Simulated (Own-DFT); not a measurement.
# Biaxial strain at fixed height in wurtzite AlN, 72 atoms (Al36N36)

Everything here is calculated. The program is Own-DFT (plane waves, in-house, since retired, never reviewed by a person); positions were held fixed, and spin and spin-orbit coupling were off.

All runs used: PBE; PseudoDojo norm-conserving scalar-relativistic files; cutoff 42 hartree; 4 x 4 x 3 k mesh centred on Gamma; Gaussian smearing of 0.01 eV.

Caveats: k mesh not checked against a denser one; stress not checked against mesh or cutoff.

Unstrained cell vectors in Å: (9.336, 0.000, 0.000); (-4.668, 8.085, 0.000); (0.000, 0.000, 9.964). The unstrained cell has measured lattice constants (interpolated for alloys), not those of this functional. That, the random moves and any unrelaxed bonds set the pressure at no strain. Each run strains x and y alike by e, as a substrate would, and holds the height along z. Each coordinate of each atom was shifted by a normal deviate of width 0.05 Å. Stress is positive in tension.

| e (%) | u (Å) | (s_xx + s_yy)/2 (GPa) | s_zz (GPa) |
|---|---|---|---|
| -3.00 | 0.053 | -26.18 | -11.00 |
| -2.50 | 0.049 | -22.79 | -8.10 |
| -2.00 | 0.048 | -18.25 | -9.00 |
| -1.50 | 0.049 | -16.79 | -5.63 |
| -1.25 | 0.049 | -14.34 | -5.30 |
| -0.25 | 0.049 | -6.63 | -6.08 |
| 1.25 | 0.052 | 0.54 | -3.05 |
| 1.75 | 0.048 | ? | ? |
| 2.25 | 0.050 | 6.15 | -3.17 |
| 3.00 | 0.048 | 8.97 | -0.33 |

## Working it out

With e as a fraction, the in-plane stress is -6.1 + 592 e - 2779 e² GPa (errors 12 and 819, scatter 0.76), and s_zz is -5.1 + 143 e GPa (slope ± 21, scatter 1.28). At e = 0 the first slope is C11 + C12 and the second 2 C13, both with the ions held to the strained lattice and at the cell's own pressure. The term in e² is negative: the layer stiffens under compression and softens under tension. A free layer would change its height as e changes, and the in-plane slope would drop by 2 C13²/C33 to the biaxial modulus. At fixed height, a misfit of 1 % moves the in-plane stress by about 5.9 GPa and s_zz by 1.4 GPa.

## Withheld run

Asked: what are the two stresses at e = 1.75 %?

Estimate: 3.4 and -2.6 GPa. Computed: 3.93 and -3.67 GPa.
